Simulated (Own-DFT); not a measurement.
SiC (2H silicon carbide, atoms displaced) (calculated)

A calculation, not a measurement: plane-wave PBE density functional theory by an unreviewed code, no spin, of a simulated periodic cell, stress positive in tension, free energy of the whole cell less one offset for each atom, forces on such cells passed a denser k mesh, this cell's mesh not checked; offsets are fitted by least squares, one for each functional and potential file, so energies compare only between cells with the same atoms and settings and are not formation energies; the far tail of each file's local potential was reset to the Coulomb form; each entry is a single point on an unrelaxed cell, so the pressure reflects the starting lattice, mostly measured values (interpolated for alloys), from which strain is counted, and rises with the displacements; printed positions are rounded, which can move forces by about a meV/angstrom; the program, named Own-DFT, is a retired in-house code; no spin-orbit coupling. Program: Own-DFT development build.

Common to all runs: functional PBE; potential files PseudoDojo norm-conserving, scalar-relativistic, standard set; wave cutoff 42 hartree; occupations Fermi-Dirac; smearing width 0.1 eV; hardware one NVIDIA H100; k mesh 4 x 4 x 3 centred on Gamma.

(1) 
```cif
# cell vector a (Å): 9.2481 0.0000 0.0000
# cell vector b (Å): -4.6241 8.0091 0.0000
# cell vector c (Å): 0.0000 0.0000 10.0681
data_SiC
_symmetry_space_group_name_H-M 'P 1'
_symmetry_Int_Tables_number 1
_cell_length_a 9.2481
_cell_length_b 9.2481
_cell_length_c 10.0681
_cell_angle_alpha 90.000
_cell_angle_beta 90.000
_cell_angle_gamma 120.000
_cell_volume 745.73
loop_
_atom_site_label
_atom_site_type_symbol
_atom_site_fract_x
_atom_site_fract_y
_atom_site_fract_z
_atom_site_occupancy
Si1 Si 0.00079 0.00127 0.00254 1
Si2 Si 0.10791 0.22400 0.24630 1
C1 C 0.00321 0.00742 0.18787 1
C2 C 0.10931 0.22005 0.43839 1
Si3 Si 0.00149 0.99459 0.50095 1
Si4 Si 0.11480 0.22181 0.75580 1
C3 C 0.99736 0.00084 0.68732 1
C4 C 0.12033 0.22909 0.93947 1
Si5 Si 0.00484 0.33602 0.99910 1
Si6 Si 0.10625 0.55248 0.25035 1
C5 C 0.99940 0.33166 0.18862 1
C6 C 0.11181 0.56160 0.43744 1
Si7 Si 0.99257 0.32237 0.49969 1
Si8 Si 0.11714 0.55479 0.75108 1
C7 C 0.99580 0.33382 0.68911 1
C8 C 0.11265 0.55916 0.93788 1
Si9 Si 0.99829 0.66698 0.99888 1
Si10 Si 0.11036 0.88650 0.25098 1
C9 C 0.00337 0.66935 0.18348 1
C10 C 0.10292 0.88978 0.43171 1
Si11 Si 0.99604 0.67037 0.50792 1
Si12 Si 0.10675 0.88635 0.75124 1
C11 C 0.00361 0.67320 0.68998 1
C12 C 0.11075 0.88963 0.93845 1
Si13 Si 0.33113 0.99413 0.99878 1
Si14 Si 0.44390 0.21538 0.24856 1
C13 C 0.33107 0.99654 0.18560 1
C14 C 0.44783 0.22355 0.43667 1
Si15 Si 0.33290 0.00016 0.50098 1
Si16 Si 0.44056 0.22175 0.75318 1
C15 C 0.33541 0.99693 0.68934 1
C16 C 0.44557 0.21975 0.93574 1
Si17 Si 0.32688 0.32936 0.00043 1
Si18 Si 0.44347 0.56071 0.25108 1
C17 C 0.34138 0.34184 0.18540 1
C18 C 0.44770 0.56321 0.43790 1
Si19 Si 0.32792 0.33057 0.49876 1
Si20 Si 0.44548 0.56405 0.75236 1
C19 C 0.33100 0.32677 0.68880 1
C20 C 0.44325 0.55225 0.94138 1
Si21 Si 0.33305 0.67095 0.99680 1
Si22 Si 0.44097 0.88941 0.25450 1
C21 C 0.33319 0.66844 0.18895 1
C22 C 0.44568 0.89161 0.43720 1
Si23 Si 0.32939 0.66518 0.50247 1
Si24 Si 0.44631 0.89214 0.74799 1
C23 C 0.33282 0.66703 0.69159 1
C24 C 0.44593 0.89101 0.93693 1
Si25 Si 0.67656 0.00165 0.99889 1
Si26 Si 0.77596 0.22568 0.25043 1
C25 C 0.67018 0.00271 0.18809 1
C26 C 0.77975 0.22835 0.43913 1
Si27 Si 0.67110 0.00523 0.50274 1
Si28 Si 0.77804 0.22030 0.75516 1
C27 C 0.66555 0.00086 0.68999 1
C28 C 0.77559 0.21836 0.93290 1
Si29 Si 0.66680 0.33302 0.99858 1
Si30 Si 0.78085 0.55963 0.25267 1
C29 C 0.66430 0.32424 0.18827 1
C30 C 0.77791 0.55463 0.43705 1
Si31 Si 0.66465 0.33660 0.50398 1
Si32 Si 0.77762 0.56195 0.75245 1
C31 C 0.66084 0.32871 0.68625 1
C32 C 0.77156 0.54674 0.93686 1
Si33 Si 0.66807 0.66815 0.00053 1
Si34 Si 0.78108 0.89522 0.24934 1
C33 C 0.66365 0.66522 0.18202 1
C34 C 0.77418 0.88916 0.43428 1
Si35 Si 0.67018 0.67413 0.50072 1
Si36 Si 0.77908 0.88699 0.75127 1
C35 C 0.66147 0.66903 0.68657 1
C36 C 0.78085 0.89180 0.93605 1
_calc_free_energy_of_cell_above_offsets '-10.292'  # eV
_calc_pressure 3.91  # GPa
_calc_stress_xx -2.91  # GPa
_calc_stress_yy -1.95  # GPa
_calc_stress_zz -6.88  # GPa
_calc_stress_yz -0.09  # GPa
_calc_stress_xz -0.17  # GPa
_calc_stress_xy 0.04  # GPa
_calc_wall_time 365.4  # s
```

Force:
```
element  x (eV/Å)  y (eV/Å)  z (eV/Å)
     Si     0.322      0.29    -0.388
     Si     1.671     0.594     0.983
      C     0.318    -1.254    -0.087
      C    -0.179    -0.357    -0.471
     Si    -1.915     1.321    -0.429
     Si    -0.967     0.289    -1.458
      C     0.736    -0.289     0.455
      C    -1.952    -1.772    -0.124
     Si    -0.868    -0.102     0.029
     Si     0.784      0.88     0.016
      C    -0.792     0.537    -0.531
      C    -0.468    -1.126     0.759
     Si     0.493     2.316     0.431
     Si    -1.674    -0.071    -0.162
      C       1.2     -0.32     0.197
      C    -0.145    -0.433    -0.052
     Si    -0.081    -0.254    -0.311
     Si    -0.355      0.66    -1.188
      C    -0.713    -0.612     0.787
      C     1.998    -0.622     1.637
     Si     0.953    -0.502    -1.915
     Si     0.734     1.327     0.012
      C    -0.233    -1.345     0.531
      C    -0.411    -0.236     -0.05
     Si     0.188      1.04    -0.053
     Si    -0.836     1.138     0.017
      C    -0.229     0.023     0.441
      C    -0.924    -0.394     0.111
     Si    -0.115     0.151    -0.275
     Si     0.963    -0.374    -0.837
      C    -1.569     0.401    -0.302
      C     -0.79    -0.134     1.117
     Si     2.753     1.336     0.474
     Si      0.58    -0.228    -0.409
      C    -0.692    -1.519     0.869
      C    -0.092    -1.094     0.511
     Si     0.943     0.797     0.042
     Si     0.481    -2.064     0.188
      C    -0.622     1.502    -0.215
      C    -0.322     0.908    -0.816
     Si     0.878    -0.322      1.06
     Si     0.992    -0.173    -1.226
      C    -0.642     0.007    -0.366
      C    -0.079    -0.147     1.161
     Si     0.357     0.607    -0.594
     Si     0.107    -0.457     0.728
      C     0.068     0.483    -0.798
      C     0.763    -0.084    -0.099
     Si    -2.095    -0.142     0.528
     Si     1.167    -1.001     0.248
      C    -0.621    -0.078    -0.032
      C     -0.63    -0.889    -0.258
     Si    -0.696    -0.302     -0.57
     Si    -0.793     0.487    -1.974
      C     0.877    -0.188    -0.212
      C     0.774     0.941      2.04
     Si    -0.044    -1.295       0.4
     Si    -0.443    -0.788    -1.202
      C    -0.691     1.956    -0.507
      C     -0.54     0.824     0.946
     Si     0.477    -0.414    -0.673
     Si     0.186    -1.559    -0.925
      C      0.43      1.12     1.254
      C     0.259     1.969     0.279
     Si    -0.288    -0.656    -0.496
     Si    -0.123    -0.995    -0.422
      C     0.739     0.924     1.775
      C     0.843     0.721     0.936
     Si    -0.361    -1.114    -0.705
     Si    -0.893     0.707    -0.592
      C     1.101     0.125     0.467
      C      0.75    -0.669     0.297
```

(2) 
```cif
# cell vector a (Å): 9.2481 0.0000 0.0000
# cell vector b (Å): -4.6241 8.0091 0.0000
# cell vector c (Å): 0.0000 0.0000 10.0681
data_SiC
_symmetry_space_group_name_H-M 'P 1'
_symmetry_Int_Tables_number 1
_cell_length_a 9.2481
_cell_length_b 9.2481
_cell_length_c 10.0681
_cell_angle_alpha 90.000
_cell_angle_beta 90.000
_cell_angle_gamma 120.000
_cell_volume 745.73
loop_
_atom_site_label
_atom_site_type_symbol
_atom_site_fract_x
_atom_site_fract_y
_atom_site_fract_z
_atom_site_occupancy
Si1 Si 0.99791 0.99963 0.00175 1
Si2 Si 0.11566 0.22503 0.24733 1
C1 C 0.99902 0.00368 0.18701 1
C2 C 0.11481 0.22654 0.43824 1
Si3 Si 0.99924 0.99652 0.50000 1
Si4 Si 0.11627 0.22009 0.74642 1
C3 C 0.99886 0.99689 0.68794 1
C4 C 0.11077 0.22262 0.93703 1
Si5 Si 0.00183 0.33107 0.99916 1
Si6 Si 0.11017 0.55408 0.25272 1
C5 C 0.00263 0.33604 0.18484 1
C6 C 0.11406 0.56693 0.43521 1
Si7 Si 0.99510 0.32583 0.50458 1
Si8 Si 0.11279 0.55297 0.75011 1
C7 C 0.99126 0.32602 0.68889 1
C8 C 0.11033 0.55486 0.93847 1
Si9 Si 0.00079 0.66554 0.99908 1
Si10 Si 0.11197 0.89489 0.24662 1
C9 C 0.99717 0.66600 0.18790 1
C10 C 0.11518 0.89019 0.43652 1
Si11 Si 0.99710 0.66396 0.50553 1
Si12 Si 0.10397 0.88153 0.74665 1
C11 C 0.00108 0.66697 0.69221 1
C12 C 0.11067 0.88790 0.93629 1
Si13 Si 0.32674 0.99563 0.00497 1
Si14 Si 0.44331 0.22100 0.24329 1
C13 C 0.33146 0.00024 0.18855 1
C14 C 0.44462 0.21674 0.43864 1
Si15 Si 0.33176 0.99788 0.50001 1
Si16 Si 0.44830 0.22592 0.74865 1
C15 C 0.33621 0.00482 0.68799 1
C16 C 0.44279 0.22363 0.94258 1
Si17 Si 0.33300 0.33429 0.00191 1
Si18 Si 0.44882 0.55665 0.24759 1
C17 C 0.33837 0.33684 0.19449 1
C18 C 0.44567 0.55642 0.43447 1
Si19 Si 0.33337 0.32810 0.50165 1
Si20 Si 0.44347 0.55206 0.75564 1
C19 C 0.32842 0.32555 0.68776 1
C20 C 0.44601 0.55619 0.93803 1
Si21 Si 0.32055 0.66011 0.00523 1
Si22 Si 0.44705 0.89069 0.24967 1
C21 C 0.32967 0.66880 0.18580 1
C22 C 0.44640 0.89410 0.43710 1
Si23 Si 0.33637 0.67320 0.49644 1
Si24 Si 0.44128 0.88667 0.75634 1
C23 C 0.33555 0.66612 0.68738 1
C24 C 0.44742 0.88639 0.93557 1
Si25 Si 0.66446 0.00061 0.99550 1
Si26 Si 0.77994 0.22458 0.24807 1
C25 C 0.67579 0.01034 0.18267 1
C26 C 0.76757 0.21226 0.43591 1
Si27 Si 0.66999 0.00367 0.49398 1
Si28 Si 0.77698 0.22136 0.74795 1
C27 C 0.66610 0.99575 0.68503 1
C28 C 0.78499 0.22725 0.93787 1
Si29 Si 0.66718 0.33020 0.99857 1
Si30 Si 0.77644 0.55320 0.24943 1
C29 C 0.67067 0.33298 0.18651 1
C30 C 0.77625 0.55719 0.43899 1
Si31 Si 0.66809 0.33765 0.50155 1
Si32 Si 0.77956 0.55593 0.74973 1
C31 C 0.66432 0.33587 0.68607 1
C32 C 0.77771 0.55015 0.94043 1
Si33 Si 0.66802 0.66954 0.00402 1
Si34 Si 0.78021 0.88734 0.25202 1
C33 C 0.67317 0.67310 0.18064 1
C34 C 0.77781 0.89486 0.43724 1
Si35 Si 0.67529 0.67099 0.49476 1
Si36 Si 0.77764 0.88886 0.74881 1
C35 C 0.66369 0.66263 0.68930 1
C36 C 0.77436 0.89091 0.93768 1
_calc_free_energy_of_cell_above_offsets '-10.303'  # eV
_calc_pressure 3.82  # GPa
_calc_stress_xx -2.87  # GPa
_calc_stress_yy -2.69  # GPa
_calc_stress_zz -5.91  # GPa
_calc_stress_yz -0.45  # GPa
_calc_stress_xz 0.14  # GPa
_calc_stress_xy -0.27  # GPa
_calc_wall_time 354.1  # s
```

Force:
```
element  x (eV/Å)  y (eV/Å)  z (eV/Å)
     Si    -0.092    -0.057    -0.965
     Si    -0.774     0.177     0.889
      C     0.663     -0.06      0.31
      C     -0.38    -1.011    -0.042
     Si     0.305     1.017    -0.299
     Si    -1.691    -0.593     0.881
      C     -0.11    -0.063    -0.254
      C     0.622    -0.246    -0.011
     Si    -0.352     0.552    -0.061
     Si    -0.544     0.661    -0.742
      C     0.292    -0.181     0.782
      C     0.243    -2.021     1.331
     Si    -0.145     1.161    -1.427
     Si     0.026    -0.032    -0.136
      C     1.546     1.051    -0.015
      C     -0.28    -0.543    -0.463
     Si    -0.662    -0.136     0.374
     Si     0.071    -1.347     0.709
      C     0.473     0.432     0.029
      C    -1.176    -0.572      0.23
     Si     0.344     0.949    -1.208
     Si     1.127     2.073     0.858
      C     0.172    -1.146     -0.79
      C    -0.547     -0.23     0.251
     Si     1.029     0.609    -1.609
     Si     1.003     0.278       1.7
      C     0.329    -0.179      -0.1
      C    -0.329     0.946    -0.652
     Si     0.449     0.543     0.323
     Si    -0.618    -0.933     0.893
      C    -0.207    -1.204     0.304
      C      0.53    -0.642    -0.684
     Si     0.146     0.158    -0.044
     Si    -0.653     0.823     0.304
      C    -0.434     -0.31    -1.721
      C     0.378      0.17     0.548
     Si     0.107     0.956    -0.833
     Si    -0.161     0.189    -1.452
      C     0.731      1.56     0.035
      C     -0.66    -0.164     1.258
     Si     2.173      1.18    -1.469
     Si     0.108     0.414    -0.307
      C     0.924    -0.282     1.148
      C     0.439    -0.565    -0.324
     Si     0.491    -0.712     0.492
     Si     0.351     0.331    -2.152
      C    -0.395    -0.292     0.069
      C    -1.639    -0.157     1.763
     Si      0.58     0.525     0.512
     Si     0.321         0     0.151
      C     -0.52    -1.906      0.73
      C     0.874     3.096    -0.095
     Si    -1.144     -1.47     1.721
     Si    -0.737    -0.777     0.476
      C    -0.624     0.613     0.201
      C    -0.952    -1.024    -0.653
     Si      -0.1     0.285     0.233
     Si      0.24     0.445    -0.386
      C    -0.924     0.037      0.17
      C     1.045    -0.247    -0.577
     Si    -0.345    -1.341    -0.723
     Si    -0.685    -0.127     0.812
      C     1.136    -0.006     0.425
      C    -0.568     0.987    -0.577
     Si     0.307    -0.316    -2.507
     Si    -0.889     1.192    -0.976
      C    -0.357    -0.944     2.674
      C     1.248     -0.96    -0.294
     Si    -2.356    -0.354     1.435
     Si    -0.267    -0.484     0.221
      C      0.51     0.519    -0.558
      C     0.984    -0.297    -0.133
```
